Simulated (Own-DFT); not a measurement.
SiC (4H silicon carbide, atoms displaced) (calculated)

A calculation, not a measurement: plane-wave PBE density functional theory by an unreviewed code, no spin, of a simulated periodic cell, stress positive in tension, free energy of the whole cell less one offset for each atom, forces on such cells passed a denser k mesh, this cell's mesh not checked; offsets are fitted by least squares, one for each functional and potential file, so energies compare only between cells with the same atoms and settings and are not formation energies; the far tail of each file's local potential was reset to the Coulomb form; each entry is a single point on an unrelaxed cell, so the pressure reflects the starting lattice, mostly measured values (interpolated for alloys), from which strain is counted, and rises with the displacements; printed positions are rounded, which can move forces by about a meV/angstrom; the program, named Own-DFT, is a retired in-house code; no spin-orbit coupling. Program: Own-DFT development build.

Settings shared by all entries: functional PBE; potential files PseudoDojo norm-conserving, scalar-relativistic, standard set; wave cutoff 42 hartree; occupations Fermi-Dirac; smearing width 0.1 eV; k mesh 3 x 3 x 3 centred on Gamma.

```yaml
- entry: 1
  formula: SiC
  kind: "4H silicon carbide, atoms displaced"
  structure:
    cell_angstrom: [[12.3308, 0.0, 0.0], [-6.1654, 10.6788, 0.0], [0.0, 0.0, 10.0681]]
    atoms_fractional:
      - [Si, 0.00479, 0.00257, 0.41576]
      - [Si, 0.07174, 0.16453, 0.14795]
      - [C, 0.99691, 0.00244, 0.08981]
      - [C, 0.08699, 0.16954, 0.35177]
      - [Si, 0.00187, 0.25443, 0.40265]
      - [Si, 0.08127, 0.42049, 0.15772]
      - [C, 0.99959, 0.25788, 0.09355]
      - [C, 0.08263, 0.41615, 0.3324]
      - [Si, 0.00103, 0.50597, 0.40004]
      - [Si, 0.07993, 0.66348, 0.16288]
      - [C, 0.99213, 0.48947, 0.08465]
      - [C, 0.07815, 0.67295, 0.34623]
      - [Si, 0.00384, 0.75466, 0.41267]
      - [Si, 0.07365, 0.91623, 0.15869]
      - [C, 0.99825, 0.7556, 0.10009]
      - [C, 0.08027, 0.91643, 0.34356]
      - [Si, 0.24621, 0.00348, 0.41353]
      - [Si, 0.32814, 0.164, 0.15276]
      - [C, 0.24473, 0.00384, 0.08385]
      - [C, 0.33213, 0.16248, 0.34049]
      - [Si, 0.24681, 0.24803, 0.40893]
      - [Si, 0.33406, 0.41896, 0.15126]
      - [C, 0.25936, 0.25594, 0.09786]
      - [C, 0.33321, 0.42271, 0.35606]
      - [Si, 0.24415, 0.49937, 0.4018]
      - [Si, 0.33299, 0.65791, 0.1608]
      - [C, 0.25286, 0.49854, 0.088]
      - [C, 0.33128, 0.66748, 0.3404]
      - [Si, 0.24574, 0.74102, 0.40613]
      - [Si, 0.33671, 0.91755, 0.15948]
      - [C, 0.25942, 0.75412, 0.09109]
      - [C, 0.3324, 0.92061, 0.34356]
      - [Si, 0.49162, 0.99773, 0.40089]
      - [Si, 0.56594, 0.16605, 0.15577]
      - [C, 0.50137, 0.99993, 0.09092]
      - [C, 0.5887, 0.17893, 0.3367]
      - [Si, 0.51022, 0.25757, 0.39944]
      - [Si, 0.58455, 0.41493, 0.15787]
      - [C, 0.50557, 0.24978, 0.08103]
      - [C, 0.57406, 0.41557, 0.32789]
      - [Si, 0.51364, 0.51291, 0.40934]
      - [Si, 0.57782, 0.66504, 0.15741]
      - [C, 0.50146, 0.49887, 0.09286]
      - [C, 0.58181, 0.66559, 0.34994]
      - [Si, 0.5029, 0.75596, 0.41056]
      - [Si, 0.57858, 0.91252, 0.15349]
      - [C, 0.50813, 0.75162, 0.09404]
      - [C, 0.59048, 0.91927, 0.34329]
      - [Si, 0.7514, 0.99773, 0.41236]
      - [Si, 0.82898, 0.16904, 0.15932]
      - [C, 0.75109, 0.99617, 0.09444]
      - [C, 0.81725, 0.16191, 0.34378]
      - [Si, 0.75552, 0.24646, 0.40434]
      - [Si, 0.83656, 0.42263, 0.1522]
      - [C, 0.74993, 0.25379, 0.1058]
      - [C, 0.8308, 0.42334, 0.35264]
      - [Si, 0.75227, 0.49928, 0.4132]
      - [Si, 0.83471, 0.67195, 0.15889]
      - [C, 0.75291, 0.50167, 0.09706]
      - [C, 0.82594, 0.65575, 0.33334]
      - [Si, 0.74676, 0.75714, 0.41095]
      - [Si, 0.81926, 0.91072, 0.15212]
      - [C, 0.75079, 0.7532, 0.09278]
      - [C, 0.82635, 0.90735, 0.35344]
      - [Si, 0.00408, 0.00014, 0.90133]
      - [Si, 0.91685, 0.83322, 0.65158]
      - [C, 0.99414, 0.99608, 0.59837]
      - [C, 0.91766, 0.83049, 0.84454]
      - [Si, 0.00165, 0.74999, 0.90901]
      - [Si, 0.91791, 0.58065, 0.65636]
      - [C, 0.00335, 0.75255, 0.60175]
      - [C, 0.91421, 0.58291, 0.84925]
      - [Si, 0.00031, 0.50408, 0.90315]
      - [Si, 0.92776, 0.34187, 0.65299]
      - [C, 0.99372, 0.49596, 0.59384]
      - [C, 0.92409, 0.3367, 0.84162]
      - [Si, 0.00213, 0.24819, 0.91041]
      - [Si, 0.91603, 0.09359, 0.65938]
      - [C, 0.00191, 0.24553, 0.59152]
      - [C, 0.92803, 0.08655, 0.84372]
      - [Si, 0.75717, 0.00311, 0.9038]
      - [Si, 0.66665, 0.84043, 0.65255]
      - [C, 0.75289, 0.0095, 0.59655]
      - [C, 0.6657, 0.83662, 0.83902]
      - [Si, 0.74431, 0.75758, 0.89888]
      - [Si, 0.67621, 0.59227, 0.66329]
      - [C, 0.74426, 0.74528, 0.59288]
      - [C, 0.66855, 0.58103, 0.85112]
      - [Si, 0.75002, 0.51036, 0.90025]
      - [Si, 0.66566, 0.32977, 0.64244]
      - [C, 0.75616, 0.50145, 0.60027]
      - [C, 0.66398, 0.33326, 0.84851]
      - [Si, 0.75142, 0.24567, 0.91358]
      - [Si, 0.67156, 0.07813, 0.6636]
      - [C, 0.75631, 0.25064, 0.59949]
      - [C, 0.66086, 0.08145, 0.83778]
      - [Si, 0.51129, 0.00913, 0.90799]
      - [Si, 0.41272, 0.82286, 0.6612]
      - [C, 0.5025, 0.99604, 0.59247]
      - [C, 0.4152, 0.83531, 0.84729]
      - [Si, 0.49857, 0.74711, 0.91089]
      - [Si, 0.42186, 0.58626, 0.64924]
      - [C, 0.49226, 0.75617, 0.58811]
      - [C, 0.42393, 0.58131, 0.85318]
      - [Si, 0.50437, 0.49452, 0.91754]
      - [Si, 0.41071, 0.32779, 0.65926]
      - [C, 0.49778, 0.49724, 0.59513]
      - [C, 0.41371, 0.33478, 0.84967]
      - [Si, 0.51234, 0.25455, 0.90336]
      - [Si, 0.42237, 0.08694, 0.65773]
      - [C, 0.50279, 0.24783, 0.5978]
      - [C, 0.41698, 0.07924, 0.83781]
      - [Si, 0.24923, 0.99816, 0.91208]
      - [Si, 0.16952, 0.83011, 0.65357]
      - [C, 0.25107, 0.00692, 0.58818]
      - [C, 0.16897, 0.83242, 0.84071]
      - [Si, 0.25112, 0.74964, 0.91309]
      - [Si, 0.16873, 0.58756, 0.66176]
      - [C, 0.25793, 0.75317, 0.59323]
      - [C, 0.17074, 0.58908, 0.84714]
      - [Si, 0.25757, 0.50949, 0.91391]
      - [Si, 0.16602, 0.33533, 0.65228]
      - [C, 0.24157, 0.50109, 0.59334]
      - [C, 0.1788, 0.3382, 0.83755]
      - [Si, 0.24939, 0.25079, 0.89672]
      - [Si, 0.16883, 0.08486, 0.64501]
      - [C, 0.24767, 0.24712, 0.59211]
      - [C, 0.16727, 0.08452, 0.82868]
  settings:
    hardware: "one NVIDIA H200"
  results:
    "free_energy_of_cell_above_offsets [eV]": "-7.313"
    "pressure [GPa]": 5.92
    "stress_xx [GPa]": -4.89
    "stress_yy [GPa]": -5.14
    "stress_zz [GPa]": -7.73
    "stress_yz [GPa]": 0.57
    "stress_xz [GPa]": 0.42
    "stress_xy [GPa]": 2.01
    force_element: [Si, Si, C, C, Si, Si, C, C, Si, Si, C, C, Si, Si, C, C, Si, Si, C, C, Si, Si, C, C, Si, Si, C, C, Si, Si, C, C, Si, Si, C, C, Si, Si, C, C, Si, Si, C, C, Si, Si, C, C, Si, Si, C, C, Si, Si, C, C, Si, Si, C, C, Si, Si, C, C, Si, Si, C, C, Si, Si, C, C, Si, Si, C, C, Si, Si, C, C, Si, Si, C, C, Si, Si, C, C, Si, Si, C, C, Si, Si, C, C, Si, Si, C, C, Si, Si, C, C, Si, Si, C, C, Si, Si, C, C, Si, Si, C, C, Si, Si, C, C, Si, Si, C, C, Si, Si, C, C]
    "force_x [eV/angstrom]": [-1.622, 2.761, -0.677, -2.093, -0.452, 1.009, -0.043, -1.182, -0.68, 0.053, 1.061, 2.623, -2.598, 1.334, 1.385, 0.218, 1.193, 1.039, 0.649, -0.071, 1.916, 0.895, -2.859, 0.95, 1.167, -0.304, -1.526, 0.727, -0.392, -1.405, -1.181, -0.862, 2.434, 4.981, -0.411, 0.521, -2.752, 0.496, -3.372, 1.373, -1.976, 2.602, -0.097, -0.703, -0.583, 1.186, -2.283, -1.891, -0.628, 0.333, -2.726, 5.967, -4.344, -1.46, -0.72, 3.092, -2.162, -0.526, -0.979, -0.124, 1.766, 3.244, -0.996, 0.665, 0.737, -0.294, 0.104, -1.211, -0.096, -0.153, -0.018, 0.752, 0.617, -1.018, 2.046, -0.433, 0.49, 2.034, -1.03, -2.42, -0.733, 0.006, 2.076, -0.817, 3.054, -1.251, 0.215, -3.04, 3.182, 1.23, -1.884, 3.397, -0.745, -3.891, -0.031, 3.632, -3.196, -1.41, -0.575, 1.397, -0.287, -1.233, 4.156, -0.704, -1.161, 1.082, 1.598, 2.182, -3.939, 0.241, -1.434, -0.047, 0.14, -0.228, 1.504, -0.325, -0.248, -0.652, -2.11, -0.156, 0.295, 0.889, 1.496, -2.874, 0.985, -1.293, -0.155, 0.595]
    "force_y [eV/angstrom]": [-0.604, 1.303, -0.939, -1.106, -1.648, -0.401, -1.432, 0.875, -1.149, 1.11, 2.954, -1.223, -0.613, 1.416, -1.281, 0.493, -0.325, 0.678, -1.376, 1.198, 1.708, -0.694, -1.23, -0.489, 0.455, 2.144, 0.195, -0.492, 2.566, 0.158, -1.569, -1.682, 1.614, -0.339, 0.366, -2.29, -1.175, 0.361, 0.897, 0.806, -4.205, -0.175, 0.365, 2.7, -0.749, 1.416, -0.824, -0.479, 0.768, -0.737, 2.048, -1.157, 2.831, -1.223, -1.106, -1.968, 0.88, -1.346, 0.901, 2.661, -4.383, 0.628, -1.402, 4.525, -0.533, -0.193, 1.445, 0.422, 0.299, 0.953, -1.061, 0.669, -0.961, -3.098, 2.894, -0.696, 2.045, -2.503, 2.815, -0.117, -0.063, -0.907, -2.168, 0.539, -1.601, -3.406, 2.32, 2.831, -3.697, 0.578, 0.097, 1.884, 1.987, 2.296, -0.626, 1.117, -2.718, 4.138, 0.219, -0.487, 0.656, -0.757, -1.853, 0.911, 0.573, 1.113, 0.686, -0.598, -2.133, -1.823, 1.136, 1.041, 0.617, 1.876, -1.663, -0.157, 1.212, -0.481, -1.559, -0.799, -1.666, -0.122, 0.244, 0.541, -0.808, -0.787, 0.994, -0.318]
    "force_z [eV/angstrom]": [-1.306, 1.908, 0.293, -1.919, 0.226, -2.771, 0.531, 2.736, 1.246, -2.135, 1.805, 0.137, -0.594, -0.542, -1.101, 0.919, -3.021, 0.171, 3.685, 0.475, -1.159, 2.201, -1.809, -1.888, 1.138, -1.707, 2.505, 1.003, -0.211, -1.255, 2.407, 0.197, 1.431, 0.373, 0.906, 1.227, 1.164, -3.313, 1.821, 5.307, 0.176, 0.431, 1.961, -1.188, -2.076, 0.868, 0.309, -0.191, -1.051, -0.454, -1.146, -0.754, 1.919, 1.614, -1.936, -1.936, -1.142, -1.756, -1.444, 4.334, -0.745, 1.878, -0.612, -1.969, -0.117, 1.789, -0.508, -0.542, -0.133, 1.104, -1.633, -1.251, -0.302, 1.154, -1.122, 0.407, -1.462, -0.062, -0.867, 0.081, 0.431, 0.226, -0.404, -0.072, 1.683, -0.072, 0.532, -1.668, 2.823, 3.445, -0.949, -2.072, -0.844, -2.581, -1.314, 2.702, -0.694, 0.873, 0.112, 0.36, -1.207, 1.571, 0.956, -1.496, -2.688, 0.143, 0.09, -1.147, -0.932, -1.066, -2.061, 2.141, -4.313, 0.752, 1.877, 1.085, -1.636, -0.573, -0.605, 0.256, -3.501, 0.548, -0.546, 1.139, 1.888, 1.781, -0.053, 2.369]
    "wall_time [s]": 570.9
- entry: 2
  formula: SiC
  kind: "4H silicon carbide, atoms displaced"
  structure:
    cell_angstrom: [[12.3308, 0.0, 0.0], [-6.1654, 10.6788, 0.0], [0.0, 0.0, 10.0681]]
    atoms_fractional:
      - [Si, 0.00036, 0.00058, 0.39754]
      - [Si, 0.08785, 0.16733, 0.15587]
      - [C, 0.99857, 0.9931, 0.10399]
      - [C, 0.07994, 0.16423, 0.34279]
      - [Si, 0.00335, 0.25532, 0.40737]
      - [Si, 0.07948, 0.41659, 0.16474]
      - [C, 0.99642, 0.24201, 0.08341]
      - [C, 0.07507, 0.41246, 0.35447]
      - [Si, 0.99853, 0.49123, 0.40391]
      - [Si, 0.07766, 0.6631, 0.15998]
      - [C, 0.99694, 0.48991, 0.09461]
      - [C, 0.08242, 0.6606, 0.34568]
      - [Si, 0.99437, 0.74792, 0.40804]
      - [Si, 0.08317, 0.91904, 0.15076]
      - [C, 0.99605, 0.74209, 0.09256]
      - [C, 0.08079, 0.91057, 0.33318]
      - [Si, 0.24948, 0.99986, 0.41475]
      - [Si, 0.32746, 0.16168, 0.15909]
      - [C, 0.24457, 0.9908, 0.08434]
      - [C, 0.34632, 0.1744, 0.34601]
      - [Si, 0.24663, 0.24842, 0.3977]
      - [Si, 0.33353, 0.42069, 0.1532]
      - [C, 0.26469, 0.26184, 0.09966]
      - [C, 0.33992, 0.43296, 0.35077]
      - [Si, 0.24325, 0.50328, 0.40984]
      - [Si, 0.32867, 0.66094, 0.16003]
      - [C, 0.24047, 0.50066, 0.08596]
      - [C, 0.32993, 0.66438, 0.33665]
      - [Si, 0.25042, 0.74576, 0.40397]
      - [Si, 0.33505, 0.92097, 0.15566]
      - [C, 0.25194, 0.74983, 0.09943]
      - [C, 0.33635, 0.92509, 0.33933]
      - [Si, 0.49719, 0.00134, 0.40749]
      - [Si, 0.57886, 0.16109, 0.16392]
      - [C, 0.50977, 0.00627, 0.10466]
      - [C, 0.5933, 0.17451, 0.34376]
      - [Si, 0.50266, 0.24628, 0.41011]
      - [Si, 0.584, 0.41644, 0.15489]
      - [C, 0.49889, 0.24718, 0.09297]
      - [C, 0.57875, 0.41299, 0.33853]
      - [Si, 0.49983, 0.49788, 0.41834]
      - [Si, 0.58929, 0.67034, 0.14814]
      - [C, 0.49465, 0.49492, 0.09496]
      - [C, 0.58958, 0.67593, 0.33557]
      - [Si, 0.50225, 0.74141, 0.40927]
      - [Si, 0.58148, 0.91139, 0.16491]
      - [C, 0.50033, 0.7422, 0.10264]
      - [C, 0.58847, 0.91945, 0.34379]
      - [Si, 0.74496, 0.99241, 0.39987]
      - [Si, 0.8376, 0.17527, 0.16]
      - [C, 0.73896, 0.00172, 0.09657]
      - [C, 0.84013, 0.18239, 0.341]
      - [Si, 0.75408, 0.25759, 0.40487]
      - [Si, 0.84109, 0.42375, 0.16566]
      - [C, 0.74234, 0.23999, 0.08838]
      - [C, 0.82542, 0.42276, 0.34401]
      - [Si, 0.74237, 0.49133, 0.41375]
      - [Si, 0.83146, 0.66689, 0.15369]
      - [C, 0.74968, 0.50846, 0.09393]
      - [C, 0.84275, 0.67694, 0.34626]
      - [Si, 0.74618, 0.74044, 0.40456]
      - [Si, 0.83545, 0.91939, 0.15713]
      - [C, 0.74724, 0.73938, 0.10123]
      - [C, 0.82752, 0.92127, 0.34327]
      - [Si, 0.99249, 0.98674, 0.88917]
      - [Si, 0.91533, 0.8395, 0.65611]
      - [C, 0.99773, 0.99808, 0.59283]
      - [C, 0.92163, 0.83058, 0.83293]
      - [Si, 0.99742, 0.74742, 0.90287]
      - [Si, 0.92065, 0.58618, 0.65297]
      - [C, 0.0058, 0.75114, 0.59791]
      - [C, 0.91982, 0.58369, 0.85388]
      - [Si, 0.99836, 0.49882, 0.90668]
      - [Si, 0.92225, 0.33245, 0.659]
      - [C, 0.00367, 0.50022, 0.5908]
      - [C, 0.92422, 0.33777, 0.84948]
      - [Si, 0.01186, 0.24705, 0.91247]
      - [Si, 0.91262, 0.07535, 0.6526]
      - [C, 0.00248, 0.25282, 0.59762]
      - [C, 0.91622, 0.07915, 0.84806]
      - [Si, 0.7517, 0.00044, 0.9118]
      - [Si, 0.6728, 0.83912, 0.66331]
      - [C, 0.7458, 0.99966, 0.59407]
      - [C, 0.66322, 0.82808, 0.8378]
      - [Si, 0.73872, 0.74814, 0.91171]
      - [Si, 0.65891, 0.59073, 0.66095]
      - [C, 0.75549, 0.76116, 0.59549]
      - [C, 0.66364, 0.57455, 0.8412]
      - [Si, 0.74027, 0.4943, 0.90591]
      - [Si, 0.6733, 0.33179, 0.65985]
      - [C, 0.75254, 0.50154, 0.58713]
      - [C, 0.6609, 0.33015, 0.84424]
      - [Si, 0.74814, 0.24871, 0.90731]
      - [Si, 0.66749, 0.08513, 0.6504]
      - [C, 0.74063, 0.24529, 0.60085]
      - [C, 0.6641, 0.08331, 0.84695]
      - [Si, 0.49824, 0.01079, 0.90903]
      - [Si, 0.41647, 0.82668, 0.66319]
      - [C, 0.4992, 0.00011, 0.59407]
      - [C, 0.40844, 0.82657, 0.83091]
      - [Si, 0.50202, 0.74385, 0.90363]
      - [Si, 0.42103, 0.58668, 0.66556]
      - [C, 0.49394, 0.74389, 0.59398]
      - [C, 0.4086, 0.57311, 0.83499]
      - [Si, 0.48854, 0.49643, 0.90118]
      - [Si, 0.4246, 0.34167, 0.6578]
      - [C, 0.49393, 0.49979, 0.59818]
      - [C, 0.42668, 0.33142, 0.84447]
      - [Si, 0.496, 0.24541, 0.90199]
      - [Si, 0.41708, 0.07695, 0.6581]
      - [C, 0.49777, 0.25884, 0.60476]
      - [C, 0.41296, 0.08981, 0.84344]
      - [Si, 0.24334, 0.99605, 0.90452]
      - [Si, 0.17224, 0.83633, 0.65357]
      - [C, 0.25021, 0.00164, 0.60872]
      - [C, 0.17351, 0.84377, 0.84962]
      - [Si, 0.25543, 0.75536, 0.90789]
      - [Si, 0.16436, 0.57625, 0.65267]
      - [C, 0.25275, 0.76028, 0.5909]
      - [C, 0.16988, 0.58402, 0.83838]
      - [Si, 0.25128, 0.50198, 0.91091]
      - [Si, 0.16323, 0.32439, 0.66799]
      - [C, 0.25104, 0.50444, 0.58946]
      - [C, 0.15815, 0.32697, 0.84243]
      - [Si, 0.24915, 0.25158, 0.91318]
      - [Si, 0.16928, 0.08405, 0.65334]
      - [C, 0.25151, 0.24745, 0.58723]
      - [C, 0.15822, 0.08174, 0.83468]
  results:
    "free_energy_of_cell_above_offsets [eV]": "-5.858"
    "pressure [GPa]": 6.28
    "stress_xx [GPa]": -6.63
    "stress_yy [GPa]": -4.12
    "stress_zz [GPa]": -8.09
    "stress_yz [GPa]": -0.33
    "stress_xz [GPa]": 0.7
    "stress_xy [GPa]": 1.23
    force_element: [Si, Si, C, C, Si, Si, C, C, Si, Si, C, C, Si, Si, C, C, Si, Si, C, C, Si, Si, C, C, Si, Si, C, C, Si, Si, C, C, Si, Si, C, C, Si, Si, C, C, Si, Si, C, C, Si, Si, C, C, Si, Si, C, C, Si, Si, C, C, Si, Si, C, C, Si, Si, C, C, Si, Si, C, C, Si, Si, C, C, Si, Si, C, C, Si, Si, C, C, Si, Si, C, C, Si, Si, C, C, Si, Si, C, C, Si, Si, C, C, Si, Si, C, C, Si, Si, C, C, Si, Si, C, C, Si, Si, C, C, Si, Si, C, C, Si, Si, C, C, Si, Si, C, C, Si, Si, C, C]
    "force_x [eV/angstrom]": [-0.51, -0.735, -0.835, 0.296, -0.071, 0.854, 0.956, 2.76, -3.385, 1.279, -0.369, -0.605, 3.168, 1.458, -0.613, 0.298, -0.201, 2.347, -0.5, -3.028, 1.296, -0.321, -2.335, -1.099, 1.822, 0.22, 1.639, 0.844, -1.024, 0.657, -0.311, -0.248, 1.353, 0.444, -2.01, -1.118, 0.09, -0.474, -0.171, 0.187, -0.032, -0.988, 0.468, 0.664, -1.871, -0.623, -1.712, -2.517, -0.394, -0.854, 3.338, 0.666, -0.182, -2.638, 0.206, 3.307, -1.379, 2.107, 0.867, -2.485, -0.081, -1.607, -0.757, 3.156, 0.284, 2.326, 0.885, -2.319, 1.446, -0.092, -1.441, -1.486, 1.359, -1.763, -1.149, -0.369, -4.731, -0.6, 0.325, -0.418, -1.487, -1.492, 0.756, -0.172, 3.37, 2.824, -0.957, -2.56, 2.271, -3.439, -0.645, 1.418, 0.712, -0.712, 3.363, 0.5, 1.36, -1.271, 0.8, 2.158, -2.403, -2.295, 1.804, 0.074, 3.305, -2.14, 1.072, -4.487, 1.377, -1.189, 3.691, 0.616, -0.19, -1.152, 0.65, -0.086, -1.403, -0.177, 1.783, -0.76, -2.057, 0.629, 1.05, 3.792, 1.185, -1.149, -0.441, 1.181]
    "force_y [eV/angstrom]": [-1.484, -0.395, 1.872, 1.248, -2.558, -1.384, 1.219, 0.743, 2.789, 0.029, 2.144, 0.28, 0.804, -2.803, 1.654, 1.487, 0.345, 0.49, 2.192, -2.392, 1.755, 1.685, -3.053, -2.696, -0.233, 0.954, -0.761, 0.226, 1.727, -0.752, 0.197, -1.37, 0.292, 2.838, -3.224, -1.696, 1.881, -0.629, -0.405, 0.636, 0.797, -3.075, 1.842, -2.719, 1.662, 0.26, 1.249, -1.728, 3.204, -1.577, -0.337, -1.889, -0.41, -1.932, 2.437, -0.985, 2.542, -0.153, -2.388, -3.21, 2.972, -0.605, 3.918, -1.635, 2.552, -1.758, 0.916, -1.552, 0.494, -0.665, 0.79, -0.981, 0.333, 0.44, -0.989, -2.081, -1.041, 1.988, -1.89, -0.261, 0.387, -0.723, 0.141, 1.037, -1.319, -0.576, -2.225, 2.214, 0.427, 1.488, 0.092, 0.211, 0.639, -1.187, 1.363, -0.448, -1.564, 1.234, -0.855, 1.505, 0.566, -1.076, 1.196, 1.436, -0.979, -2.227, 1.591, 1.045, 1.084, 2.49, -2.419, -2.695, 3.165, -0.359, -0.308, -4.283, -1.443, 2.398, -2.443, 0.198, -0.859, 1.38, -1.266, 2.474, -0.806, 0.623, 0.894, 0.593]
    "force_z [eV/angstrom]": [0.919, -0.47, -2.959, -0.354, 1.185, -1.543, 4.474, -2.766, 1.47, -0.592, 0.447, 0.081, 0.63, 0.306, -0.405, 2.533, -1.05, -0.511, 1.726, -0.31, 1.393, 2.162, -0.74, -1.5, -0.372, -1.782, 2.8, 2.509, 0.08, -0.153, -0.876, 1.263, -0.38, -1.397, -1.991, 1.399, 0.836, -0.434, 0.039, 2.177, -3.159, 2.127, -1.37, 1.434, -0.751, -1.469, -2.478, 1.431, 1.803, -1.717, -0.029, 1.284, 0.973, -2.815, 2.056, 0.733, -2.353, 1.581, -0.069, -1.034, 0.397, 0.211, -2.586, -0.359, 2.841, -1.389, -1.379, 2.186, 0.854, 0.948, -0.856, -2.267, 0.102, 0.883, 0.026, -0.74, -2.178, 0.715, -0.789, -0.976, -0.322, -3.235, -0.759, 2.892, -0.772, -1.145, -0.632, 0.826, 0.645, 0.135, 3.306, 0.344, -0.409, 2.02, -2.34, -1.224, 0.172, -4.752, -0.129, 5.69, 0.78, -4.549, 0.567, 3.886, 1.652, 0.667, 0.224, -0.318, 2.097, 0.328, -2.422, 0.076, -0.603, 1.743, -2.912, -1.759, 0.07, 0.563, -0.346, 1.409, -2.701, -4.055, 1.971, 1.974, -1.786, -0.064, 1.019, 2.518]
```
